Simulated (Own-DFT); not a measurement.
# Computed records: GaP (zincblende, atoms displaced)

All values are calculated (Own-DFT development build). A calculation, not a measurement: plane-wave PBE density functional theory by an unreviewed code, no spin, of a simulated periodic cell, stress positive in tension, free energy of the whole cell less one offset for each atom, forces on such cells passed a denser k mesh, this cell's mesh not checked; offsets are fitted by least squares, one for each functional and potential file, so energies compare only between cells with the same atoms and settings and are not formation energies; the far tail of each file's local potential was reset to the Coulomb form; each entry is a single point on an unrelaxed cell, so the pressure reflects the starting lattice, mostly measured values (interpolated for alloys), from which strain is counted, and rises with the displacements; printed positions are rounded, which can move forces by about a meV/angstrom; the program, named Own-DFT, is a retired in-house code; no spin-orbit coupling.

Common to all runs: functional PBE; potential files PseudoDojo norm-conserving, scalar-relativistic, standard set; wave cutoff 42 hartree; occupations Fermi-Dirac; smearing width 0.1 eV; hardware one NVIDIA H200; k mesh 2 x 3 x 3 centred on Gamma.

(1) GaP (zincblende, atoms displaced)

```
CELL_PARAMETERS angstrom
16.35150 0.00000 0.00000
0.00000 10.90100 0.00000
0.00000 0.00000 10.90100
ATOMIC_POSITIONS crystal
Ga 0.98979 0.99847 0.99502
Ga 0.99924 0.23228 0.26051
Ga 0.15232 0.00630 0.26054
Ga 0.16036 0.24862 0.01233
P 0.08366 0.12281 0.11486
P 0.08492 0.38689 0.36876
P 0.24893 0.12267 0.36120
P 0.25283 0.38566 0.10945
Ga 0.99905 0.98775 0.48563
Ga 0.99782 0.26190 0.73047
Ga 0.16948 0.01582 0.74578
Ga 0.16428 0.25421 0.49951
P 0.07538 0.11659 0.62323
P 0.07233 0.38732 0.87975
P 0.24172 0.13394 0.86366
P 0.24674 0.36987 0.61705
Ga 0.99982 0.49371 0.99451
Ga 0.99645 0.75067 0.24653
Ga 0.16598 0.49947 0.26882
Ga 0.15216 0.73977 0.98946
P 0.09400 0.62300 0.12438
P 0.07706 0.87256 0.36878
P 0.26210 0.63291 0.36125
P 0.24597 0.87347 0.13471
Ga 0.00270 0.49615 0.50671
Ga 0.00312 0.76476 0.74812
Ga 0.15692 0.52157 0.74029
Ga 0.16161 0.72532 0.50111
P 0.08363 0.61876 0.64187
P 0.07837 0.86760 0.86753
P 0.24711 0.63138 0.86504
P 0.24755 0.88474 0.61181
Ga 0.32517 0.01748 0.97916
Ga 0.33426 0.22969 0.25486
Ga 0.48748 0.99705 0.24471
Ga 0.49016 0.25025 0.00546
P 0.42263 0.13233 0.13619
P 0.42273 0.38188 0.38001
P 0.58157 0.11720 0.36979
P 0.57255 0.36904 0.12434
Ga 0.32872 0.00424 0.49599
Ga 0.32880 0.24301 0.72884
Ga 0.49287 0.99822 0.74256
Ga 0.49789 0.24944 0.49395
P 0.40907 0.13535 0.61799
P 0.41525 0.39029 0.87042
P 0.58420 0.15072 0.89573
P 0.58950 0.39428 0.61918
Ga 0.32366 0.50302 0.00032
Ga 0.34810 0.76357 0.24234
Ga 0.49936 0.51648 0.23239
Ga 0.49859 0.75075 0.01162
P 0.41550 0.63571 0.13347
P 0.42349 0.86653 0.37344
P 0.57452 0.62744 0.36840
P 0.58567 0.88360 0.13668
Ga 0.32281 0.50736 0.48940
Ga 0.33894 0.75500 0.76559
Ga 0.51092 0.51959 0.74971
Ga 0.51077 0.74865 0.49436
P 0.41729 0.62772 0.61888
P 0.41128 0.86748 0.87869
P 0.58355 0.60848 0.86936
P 0.57900 0.87797 0.63336
Ga 0.66531 0.99473 0.99213
Ga 0.66713 0.24168 0.24311
Ga 0.84061 0.00118 0.24806
Ga 0.82791 0.23511 0.00227
P 0.74931 0.12736 0.12016
P 0.75460 0.37628 0.38457
P 0.91814 0.13247 0.38368
P 0.91686 0.37025 0.12736
Ga 0.67407 0.99477 0.49842
Ga 0.67586 0.25580 0.75137
Ga 0.83754 0.00130 0.74046
Ga 0.83844 0.24478 0.50554
P 0.75323 0.13530 0.62603
P 0.75799 0.37290 0.87485
P 0.91052 0.13214 0.88299
P 0.91603 0.38666 0.62756
Ga 0.67905 0.49559 0.01025
Ga 0.67300 0.74118 0.24058
Ga 0.82729 0.48978 0.25936
Ga 0.82912 0.75958 0.00412
P 0.74376 0.62759 0.11948
P 0.74871 0.88079 0.39583
P 0.92301 0.61122 0.35802
P 0.91754 0.89556 0.13524
Ga 0.66603 0.49529 0.51647
Ga 0.65115 0.76690 0.74745
Ga 0.82976 0.50496 0.75202
Ga 0.82789 0.73877 0.50694
P 0.75063 0.61926 0.62170
P 0.75683 0.86307 0.86075
P 0.91026 0.62444 0.88175
P 0.92423 0.88536 0.64375
```

```
free energy of cell above offsets : -34.284 eV
pressure                          : 5.63 GPa
stress xx                         : -5.78 GPa
stress yy                         : -5.49 GPa
stress zz                         : -5.63 GPa
stress yz                         : 0.5 GPa
stress xz                         : 0.82 GPa
stress xy                         : 0.25 GPa
wall time                         : 945.4 s
```

Force:
| element | x (eV/Å) | y (eV/Å) | z (eV/Å) |
| --- | --- | --- | --- |
| Ga | 1.356 | 0.452 | -0.91 |
| Ga | 0.951 | 2.242 | -1.946 |
| Ga | 1.625 | -0.598 | -1.416 |
| Ga | 1.1 | 2.135 | -1.823 |
| P | -1.653 | -1.121 | 1.453 |
| P | -1.666 | -2.746 | 1.746 |
| P | -1.64 | -0.309 | 1.945 |
| P | -1.996 | -2.787 | 3.456 |
| Ga | -0.771 | 0.776 | 1.688 |
| Ga | 0.508 | -0.9 | 2.099 |
| Ga | -1.158 | -2.216 | -0.981 |
| Ga | -0.425 | -0.87 | -0.683 |
| P | 0.445 | 0.934 | -0.798 |
| P | 2.991 | -2.645 | -2.691 |
| P | 0.534 | 1.638 | 0.984 |
| P | -0.458 | 1.854 | 0.508 |
| Ga | -1.966 | 2.162 | 2.679 |
| Ga | 0.62 | -0.47 | -1.015 |
| Ga | 2.473 | 1.513 | -2.733 |
| Ga | 2.315 | 1.267 | -0.005 |
| P | -2.507 | -0.949 | 1.087 |
| P | 0.841 | -1.605 | 0.706 |
| P | -2 | 0.497 | 0.127 |
| P | -0.281 | 0.741 | -1.29 |
| Ga | -0.017 | 0.678 | -0.794 |
| Ga | -1.29 | -2.943 | 0.241 |
| Ga | 5.213 | -5.683 | 4.719 |
| Ga | 1.12 | 1.704 | -0.716 |
| P | -5.176 | 4.211 | -5.095 |
| P | 1.551 | 2.788 | 1.75 |
| P | -0.242 | -0.245 | 0.586 |
| P | -0.532 | -1.414 | 1.408 |
| Ga | 0.65 | -1.484 | 2.208 |
| Ga | 0.615 | 3.436 | -0.575 |
| Ga | 1.985 | -0.487 | 0.972 |
| Ga | -0.483 | 1.621 | -1.032 |
| P | -1.88 | -0.854 | -2.163 |
| P | -1.42 | 0.189 | -1.269 |
| P | 0.182 | -0.027 | 0.588 |
| P | 2.142 | 1.175 | 0.313 |
| Ga | 0.76 | -0.338 | -0.94 |
| Ga | -0.522 | 2.208 | 2.483 |
| Ga | -0.387 | 1.224 | 1.433 |
| Ga | 1.228 | 0.431 | 0.274 |
| P | 1.985 | -2.021 | -0.854 |
| P | -0.187 | -1.052 | -0.31 |
| P | 0.567 | -2.11 | -2.422 |
| P | -3.254 | -4.456 | 3.014 |
| Ga | 2.171 | 1.935 | -1.952 |
| Ga | -2.512 | 0.918 | 0.339 |
| Ga | 0.315 | -2.042 | 1.512 |
| Ga | 1.17 | 0.156 | -0.85 |
| P | -0.744 | -1.516 | -2.76 |
| P | -0.512 | 1.601 | 1.684 |
| P | 3.08 | -0.91 | -0.294 |
| P | 0.03 | -0.726 | -1.11 |
| Ga | 1.836 | -1.329 | 1.274 |
| Ga | -1.619 | -1.359 | -3.368 |
| Ga | -3.777 | -2.79 | -3.02 |
| Ga | -1.532 | 0.438 | 1.263 |
| P | -0.178 | 0.345 | 0.415 |
| P | 1.98 | 2.701 | 1.522 |
| P | 3.071 | 3.84 | 4.027 |
| P | -0.425 | 1.714 | -2.777 |
| Ga | 0.25 | 0.17 | -0.053 |
| Ga | -0.645 | 1.091 | 1.006 |
| Ga | -2.715 | 1.955 | 2.199 |
| Ga | 1.006 | 2.429 | 0.256 |
| P | -0.558 | -2.069 | 1.044 |
| P | -1.733 | -1.32 | 0.218 |
| P | -0.404 | -1.955 | 0.014 |
| P | -0.452 | -0.462 | 0.216 |
| Ga | -2.877 | 2.647 | 2.014 |
| Ga | -1.725 | 0.67 | 0.212 |
| Ga | -0.993 | 1.222 | 1.656 |
| Ga | -0.303 | 1.746 | 0.105 |
| P | -0.363 | -1.595 | -0.12 |
| P | -0.298 | 0.184 | 0.673 |
| P | 1.211 | -0.721 | -2.242 |
| P | -1.013 | -0.249 | -0.748 |
| Ga | -2.561 | -1.841 | -1.714 |
| Ga | -2.008 | 1.706 | 2.42 |
| Ga | 1.035 | 0.581 | -1.779 |
| Ga | 0.925 | -0.475 | 0.342 |
| P | 2.96 | -0.033 | 0.771 |
| P | 2.634 | -2.597 | -3.583 |
| P | -0.799 | 0.99 | 1.852 |
| P | 0.54 | -3.367 | -1.577 |
| Ga | 2.293 | 2.39 | -4.242 |
| Ga | 2.389 | -3.051 | 1.984 |
| Ga | 0.454 | 0.175 | 0.305 |
| Ga | 2.044 | 0.903 | -0.838 |
| P | -1.221 | 0.86 | 1.355 |
| P | -1.51 | 1.505 | 0.087 |
| P | 0.998 | 0.903 | -0.184 |
| P | -0.762 | -0.914 | -3.56 |

(2) GaP (zincblende, atoms displaced)

```
CELL_PARAMETERS angstrom
16.35150 0.00000 0.00000
0.00000 10.90100 0.00000
0.00000 0.00000 10.90100
ATOMIC_POSITIONS crystal
Ga 0.99488 0.99129 0.98422
Ga 0.00931 0.22423 0.25724
Ga 0.16809 0.00387 0.26193
Ga 0.15899 0.22908 0.99933
P 0.08260 0.13994 0.12179
P 0.08059 0.36901 0.36379
P 0.25383 0.11863 0.36272
P 0.24112 0.38244 0.10704
Ga 0.99415 0.00394 0.49820
Ga 0.00399 0.24451 0.74898
Ga 0.17116 0.00827 0.76444
Ga 0.16829 0.26435 0.49646
P 0.08405 0.13863 0.61542
P 0.08589 0.36423 0.88341
P 0.24917 0.13501 0.86516
P 0.26382 0.37229 0.63899
Ga 0.99284 0.51060 0.02385
Ga 0.98770 0.75907 0.24911
Ga 0.16517 0.51053 0.24821
Ga 0.17087 0.75956 0.99090
P 0.09122 0.62347 0.12370
P 0.09373 0.85933 0.37213
P 0.25036 0.63342 0.37384
P 0.23532 0.87591 0.12148
Ga 0.99968 0.51108 0.50554
Ga 0.00672 0.75137 0.74051
Ga 0.16352 0.51647 0.75718
Ga 0.16672 0.76308 0.50971
P 0.08447 0.62469 0.61887
P 0.08471 0.88049 0.86709
P 0.25598 0.62664 0.88004
P 0.25253 0.87548 0.63307
Ga 0.32382 0.01138 0.00994
Ga 0.33796 0.24992 0.25186
Ga 0.50376 0.00840 0.25289
Ga 0.50192 0.24997 0.99585
P 0.42293 0.10847 0.13303
P 0.41788 0.37777 0.36476
P 0.58278 0.12421 0.38059
P 0.57746 0.38381 0.12576
Ga 0.33320 0.99373 0.50827
Ga 0.32971 0.26376 0.72747
Ga 0.49561 0.98687 0.78041
Ga 0.50564 0.25515 0.50505
P 0.41293 0.13654 0.63144
P 0.41356 0.38494 0.87851
P 0.58082 0.14904 0.87186
P 0.59052 0.37270 0.62003
Ga 0.34253 0.47716 0.00059
Ga 0.33087 0.76112 0.24785
Ga 0.50379 0.49031 0.23923
Ga 0.50754 0.73094 0.01228
P 0.42895 0.62956 0.13138
P 0.42550 0.88248 0.37383
P 0.59075 0.63770 0.37124
P 0.58640 0.87270 0.12357
Ga 0.32762 0.50560 0.51106
Ga 0.33489 0.74761 0.75283
Ga 0.50395 0.50265 0.75984
Ga 0.50664 0.75627 0.52817
P 0.42068 0.63535 0.61533
P 0.42625 0.88233 0.86730
P 0.58266 0.63561 0.87070
P 0.57884 0.86994 0.62093
Ga 0.66865 0.99868 0.99803
Ga 0.66806 0.25788 0.23321
Ga 0.82983 0.99912 0.24081
Ga 0.82354 0.24325 0.99340
P 0.74242 0.12796 0.11008
P 0.74023 0.38623 0.37152
P 0.92345 0.11943 0.36615
P 0.91706 0.39092 0.12544
Ga 0.66558 0.01433 0.51399
Ga 0.67884 0.23691 0.74159
Ga 0.81690 0.99226 0.74434
Ga 0.82955 0.23563 0.49105
P 0.75333 0.12515 0.61626
P 0.75241 0.37332 0.87564
P 0.90942 0.12383 0.88569
P 0.92139 0.37177 0.62618
Ga 0.66828 0.50139 0.99570
Ga 0.66228 0.77114 0.24995
Ga 0.83849 0.50086 0.25040
Ga 0.82635 0.75797 0.99611
P 0.74978 0.62092 0.11724
P 0.74334 0.86476 0.36613
P 0.92055 0.61911 0.38183
P 0.91559 0.88305 0.11915
Ga 0.66757 0.48243 0.48991
Ga 0.66993 0.74797 0.73979
Ga 0.83672 0.49662 0.74676
Ga 0.83310 0.75340 0.48445
P 0.74697 0.62697 0.61032
P 0.74024 0.87719 0.87917
P 0.93194 0.62003 0.86265
P 0.91793 0.88494 0.62300
```

```
free energy of cell above offsets : -33.680 eV
pressure                          : 5.76 GPa
stress xx                         : -5.94 GPa
stress yy                         : -5.51 GPa
stress zz                         : -5.82 GPa
stress yz                         : 0.56 GPa
stress xz                         : 0.96 GPa
stress xy                         : -0.7 GPa
wall time                         : 956.5 s
```

Force:
| element | x (eV/Å) | y (eV/Å) | z (eV/Å) |
| --- | --- | --- | --- |
| Ga | 0.702 | 0.995 | 0.949 |
| Ga | -1.091 | 3.14 | -0.294 |
| Ga | -1.405 | -0.398 | -1.409 |
| Ga | 2.545 | 2.626 | -1.751 |
| P | -0.755 | -4.772 | 0.432 |
| P | 0.5 | 1.687 | 1.061 |
| P | 0.553 | 1.26 | 2.285 |
| P | 0.681 | -1.228 | 1.486 |
| Ga | 2.214 | -0.491 | 0.088 |
| Ga | -0.525 | 0.506 | 0.944 |
| Ga | -0.888 | -0.423 | -2.354 |
| Ga | 0.836 | -0.467 | -0.245 |
| P | 0.485 | -1.656 | 0.357 |
| P | -1.014 | 1.549 | -0.601 |
| P | 1.443 | 0.559 | 1.385 |
| P | -7.731 | 6.758 | -5.386 |
| Ga | 2.242 | 0.601 | -2.368 |
| Ga | 1.896 | -1.085 | 0.14 |
| Ga | 0.843 | -1.299 | 0.688 |
| Ga | -1.14 | -1.564 | -0.502 |
| P | -1.705 | 2.126 | -0.69 |
| P | -2.704 | 1.929 | -0.503 |
| P | -0.161 | -0.357 | 0.711 |
| P | 2.135 | 1.125 | 0.943 |
| Ga | 0.409 | -2.357 | -0.307 |
| Ga | -0.598 | 0.48 | 0.019 |
| Ga | 0.467 | -1.638 | 0.534 |
| Ga | 1.071 | -1.407 | 0.135 |
| P | 0.946 | 0.609 | 0.236 |
| P | -0.082 | -0.579 | 0.129 |
| P | 0.098 | -0.173 | 0.167 |
| P | -0.507 | 0.341 | 0.485 |
| Ga | 0.695 | -0.765 | -0.811 |
| Ga | -0.589 | 0.083 | -1.305 |
| Ga | 1.115 | -1.653 | 0.62 |
| Ga | -1.635 | 0.868 | 1.467 |
| P | -1.393 | 2.531 | -1.933 |
| P | 0.078 | 0.314 | 1.72 |
| P | 0.983 | 1.018 | -0.635 |
| P | 2.341 | -2.032 | -2.589 |
| Ga | 0.747 | 0.941 | -0.92 |
| Ga | 5.379 | -5.548 | 6.328 |
| Ga | 5.986 | 6.849 | -6.115 |
| Ga | -1.428 | -0.26 | -0.645 |
| P | 1.427 | -1.71 | -0.551 |
| P | 2.583 | -3.125 | -3.128 |
| P | 1.505 | -2.958 | -0.999 |
| P | -0.417 | 0.125 | 1.696 |
| Ga | -2.309 | 3.675 | 2.8 |
| Ga | 0.87 | -0.032 | 0.015 |
| Ga | -1.099 | 2.641 | 3.029 |
| Ga | 0.17 | 2.455 | -1.323 |
| P | -3.194 | -1.155 | 0.473 |
| P | -0.983 | -0.928 | 0.928 |
| P | -1.248 | -1.469 | 0.804 |
| P | -1.21 | 1.623 | -0.921 |
| Ga | 1.181 | 0.259 | -1.638 |
| Ga | 0.808 | 0.312 | -0.147 |
| Ga | -0.348 | -0.05 | -1.296 |
| Ga | -1.998 | -2.328 | -5.574 |
| P | -1.197 | -2.029 | 1.928 |
| P | -6.879 | -6.563 | 6.452 |
| P | 1.408 | -1.055 | -0.126 |
| P | 3.689 | 4.571 | 3.755 |
| Ga | -2.423 | 0.805 | -0.065 |
| Ga | -0.897 | -0.222 | 1.271 |
| Ga | -0.523 | 0.335 | 0.484 |
| Ga | 1.588 | 1.394 | 0.841 |
| P | 0.904 | -0.311 | 1.929 |
| P | 3.825 | -3.22 | -2.659 |
| P | -2.739 | -0.501 | 0.289 |
| P | -1.218 | -3.931 | 1.051 |
| Ga | -1.261 | -2.215 | -1.766 |
| Ga | -1.451 | 2.08 | 0.962 |
| Ga | 2.099 | 0.068 | 0.847 |
| Ga | 1.506 | 2.369 | -1.036 |
| P | 0.49 | -0.637 | 0.662 |
| P | -0.593 | 0.421 | -1.135 |
| P | 0.316 | -0.375 | -2.258 |
| P | -0.883 | -0.389 | -0.745 |
| Ga | -0.717 | -0.061 | -0.304 |
| Ga | -0.101 | -3.189 | -1.188 |
| Ga | -1.138 | 0.493 | 0.318 |
| Ga | 1.311 | -1.263 | -0.161 |
| P | 0.208 | 1.063 | 1.087 |
| P | 2.239 | 3.254 | 1.866 |
| P | -0.976 | 1.292 | -1.193 |
| P | -0.58 | -0.644 | -0.193 |
| Ga | -2.203 | 3.868 | 1.842 |
| Ga | -0.592 | 0.102 | 0.078 |
| Ga | -0.083 | 0.666 | -0.224 |
| Ga | 0.255 | -0.133 | 1.055 |
| P | 1.015 | -0.808 | 0.651 |
| P | 0.71 | -0.859 | -1.602 |
| P | -1.785 | 0.705 | 0.847 |
| P | -1.1 | -1.161 | 0.329 |

(3) GaP (zincblende, atoms displaced)

```
CELL_PARAMETERS angstrom
16.35150 0.00000 0.00000
0.00000 10.90100 0.00000
0.00000 0.00000 10.90100
ATOMIC_POSITIONS crystal
Ga 0.99499 0.99908 0.99007
Ga 0.98913 0.25631 0.25618
Ga 0.16653 0.00513 0.25198
Ga 0.16824 0.24474 0.03299
P 0.07924 0.13690 0.12388
P 0.08696 0.38144 0.38216
P 0.24261 0.12747 0.38028
P 0.25499 0.39939 0.11233
Ga 0.99883 0.00151 0.50119
Ga 0.99520 0.24041 0.74538
Ga 0.16847 0.99211 0.76367
Ga 0.15813 0.23874 0.48595
P 0.09093 0.12661 0.62810
P 0.08606 0.38092 0.86698
P 0.24202 0.12337 0.87586
P 0.25176 0.37542 0.62503
Ga 0.99639 0.49544 0.98654
Ga 0.99577 0.74831 0.24850
Ga 0.17745 0.49204 0.25726
Ga 0.16297 0.76507 0.98772
P 0.08600 0.61379 0.11884
P 0.07280 0.87959 0.39313
P 0.25617 0.61140 0.37521
P 0.25818 0.86802 0.13297
Ga 0.99782 0.50821 0.51273
Ga 0.00100 0.76734 0.75533
Ga 0.15796 0.50054 0.74514
Ga 0.16808 0.74749 0.49239
P 0.08821 0.61574 0.62195
P 0.08349 0.88147 0.86619
P 0.24675 0.62112 0.87430
P 0.24324 0.88465 0.63630
Ga 0.32678 0.00807 0.01306
Ga 0.33004 0.24853 0.25814
Ga 0.49857 0.98885 0.25225
Ga 0.50396 0.24827 0.99673
P 0.41530 0.13048 0.11274
P 0.42006 0.37590 0.37140
P 0.57697 0.12521 0.37277
P 0.58449 0.36986 0.12071
Ga 0.32591 0.99033 0.49518
Ga 0.32620 0.23931 0.74582
Ga 0.49303 0.00487 0.76352
Ga 0.50405 0.24461 0.50552
P 0.40297 0.11896 0.63743
P 0.41831 0.36375 0.88295
P 0.58752 0.13435 0.86764
P 0.58359 0.37916 0.63037
Ga 0.33903 0.50431 0.00562
Ga 0.33294 0.74512 0.25222
Ga 0.50379 0.50158 0.26272
Ga 0.50538 0.74347 0.00644
P 0.41545 0.62637 0.13077
P 0.40942 0.87283 0.38742
P 0.59002 0.63022 0.37474
P 0.59391 0.86026 0.12332
Ga 0.32698 0.50956 0.49546
Ga 0.33051 0.75691 0.74780
Ga 0.50711 0.48909 0.74902
Ga 0.49905 0.74456 0.49798
P 0.41039 0.62051 0.63196
P 0.42212 0.87827 0.88093
P 0.58306 0.60230 0.87439
P 0.57524 0.88859 0.60902
Ga 0.65850 0.99347 0.01141
Ga 0.66744 0.21694 0.23901
Ga 0.84427 0.99844 0.25168
Ga 0.83275 0.24834 0.01296
P 0.75138 0.12763 0.12100
P 0.75539 0.38279 0.37711
P 0.91339 0.13114 0.36398
P 0.92478 0.36652 0.13834
Ga 0.66852 0.99789 0.51333
Ga 0.66289 0.23558 0.75148
Ga 0.82503 0.98422 0.73868
Ga 0.83359 0.24769 0.50815
P 0.75359 0.11860 0.62125
P 0.75592 0.37046 0.87778
P 0.90541 0.11831 0.88526
P 0.91828 0.38978 0.61159
Ga 0.67283 0.50137 0.00130
Ga 0.67472 0.73793 0.25648
Ga 0.83048 0.49129 0.25223
Ga 0.82630 0.73395 0.99584
P 0.76176 0.62353 0.13607
P 0.75046 0.90237 0.35747
P 0.91879 0.63188 0.37508
P 0.90910 0.86643 0.12817
Ga 0.66493 0.51797 0.48899
Ga 0.66583 0.75957 0.75197
Ga 0.83520 0.49767 0.75892
Ga 0.83315 0.74978 0.50006
P 0.75067 0.62680 0.61646
P 0.75524 0.87540 0.88462
P 0.91866 0.61831 0.86645
P 0.92428 0.87162 0.62240
```

```
free energy of cell above offsets : -39.248 eV
pressure                          : 4.65 GPa
stress xx                         : -4.8 GPa
stress yy                         : -4.52 GPa
stress zz                         : -4.62 GPa
stress yz                         : 1.3 GPa
stress xz                         : 1.05 GPa
stress xy                         : -0.63 GPa
wall time                         : 961.4 s
```

Force:
| element | x (eV/Å) | y (eV/Å) | z (eV/Å) |
| --- | --- | --- | --- |
| Ga | 0.193 | -0.171 | 1.277 |
| Ga | 4.03 | -1.019 | 1.687 |
| Ga | -0.858 | -0.92 | -0.285 |
| Ga | 1.448 | 2.145 | -3.05 |
| P | -1.692 | -2.329 | 1.613 |
| P | -1.348 | -0.087 | -0.798 |
| P | 1.816 | -0.948 | -1.081 |
| P | -1.196 | -3.437 | 2.2 |
| Ga | -0.508 | 2.221 | 0.95 |
| Ga | 0.207 | 0.978 | 0.478 |
| Ga | -0.305 | 2.033 | -1.231 |
| Ga | 0.304 | 1.862 | 1.948 |
| P | -1.409 | -0.99 | 0.324 |
| P | -1.05 | -2.245 | 1.33 |
| P | 0.493 | 0.619 | 1.64 |
| P | -0.994 | -0.188 | -0.539 |
| Ga | 1.025 | -0.494 | 1.196 |
| Ga | 1.375 | -0.056 | -0.382 |
| Ga | -1.683 | 0.234 | -0.866 |
| Ga | 0.979 | -1.884 | 1.57 |
| P | -0.265 | 1.26 | 0.471 |
| P | 2.206 | -1.49 | -2.956 |
| P | -2.007 | 3.425 | -1.455 |
| P | -2.305 | 0.966 | -0.711 |
| Ga | 1.14 | 0.9 | -2.443 |
| Ga | 0.128 | -2.658 | -0.837 |
| Ga | 2.389 | -0.634 | 0.365 |
| Ga | -0.161 | 0.05 | 0.707 |
| P | -0.91 | 2.854 | -0.09 |
| P | -1.118 | 0.062 | 1.849 |
| P | 0.412 | 0.805 | -0.199 |
| P | 0.875 | -1.762 | -1.913 |
| Ga | 0.429 | -0.605 | -1.446 |
| Ga | 0.471 | 0.717 | -1.136 |
| Ga | -0.43 | 0.318 | -0.557 |
| Ga | 0.063 | 0.302 | 0.278 |
| P | 0.501 | -0.458 | 2.012 |
| P | -0.645 | -0.286 | 1.458 |
| P | 0.944 | -1.083 | 0.407 |
| P | 0.684 | 0.352 | 1.017 |
| Ga | -0.522 | 1.387 | 1.43 |
| Ga | -0.437 | 1.854 | 1.399 |
| Ga | 0.785 | 0.467 | -1.359 |
| Ga | -1.418 | 0.609 | 0.456 |
| P | 2.098 | -0.786 | -2.102 |
| P | -0.857 | 0.88 | -1.343 |
| P | -1.871 | -2.988 | 2.435 |
| P | 1.689 | -1.301 | -1.935 |
| Ga | 1.081 | 0.829 | -2.352 |
| Ga | 0.541 | -0.237 | 0.804 |
| Ga | 0.118 | -0.379 | -1.626 |
| Ga | -0.474 | -0.362 | -0.971 |
| P | 1.354 | 0.028 | 0.29 |
| P | 1.048 | -0.838 | -1.625 |
| P | -2.295 | 0.775 | -0.685 |
| P | -1.67 | -0.482 | 1.654 |
| Ga | 2.603 | -2.845 | 2.42 |
| Ga | 0.218 | -0.3 | 0.896 |
| Ga | -2.858 | 0.27 | 0.746 |
| Ga | -0.57 | -0.121 | 0.738 |
| P | 1.31 | 0.193 | -0.468 |
| P | -1.248 | -1.059 | 1.01 |
| P | 0.731 | 2.676 | 0.468 |
| P | -0.176 | -1.148 | 2.343 |
| Ga | 1.694 | 1.608 | -1.747 |
| Ga | -1.435 | 3.257 | 1.682 |
| Ga | -0.778 | 0.734 | -1.484 |
| Ga | 0.796 | 1.124 | -0.534 |
| P | 0.779 | -2.718 | -0.41 |
| P | -2.106 | -1.922 | 0.695 |
| P | 0.27 | -0.573 | 2.672 |
| P | -2.825 | 2.991 | -3.433 |
| Ga | -0.105 | 0.541 | -2.422 |
| Ga | 2.591 | 2.62 | -1.868 |
| Ga | 1.589 | 0.251 | 0.818 |
| Ga | 0.345 | 1.055 | -1.117 |
| P | -0.647 | 0.852 | 0.84 |
| P | -0.648 | -0.259 | -0.106 |
| P | 0.321 | 0.253 | -1.919 |
| P | -1.533 | -2.8 | 2.438 |
| Ga | 0.126 | -0.726 | 0.56 |
| Ga | 0.906 | 1.723 | -0.487 |
| Ga | 2.377 | 0.27 | 0.18 |
| Ga | 1.682 | 0.637 | -0.388 |
| P | -1.885 | -0.693 | -0.772 |
| P | -1.045 | -2.492 | 2.243 |
| P | -0.655 | -1.184 | 0.237 |
| P | 1.27 | 0.016 | -1.565 |
| Ga | 1.489 | -2.606 | 1.722 |
| Ga | -0.449 | -0.59 | -0.41 |
| Ga | -0.642 | -0.298 | -1.789 |
| Ga | 0.074 | 0.871 | -0.873 |
| P | -0.235 | 0.268 | 1.613 |
| P | -1.713 | -0.089 | -0.381 |
| P | -0.111 | 1.87 | 0.662 |
| P | -1.907 | 0.529 | -0.085 |
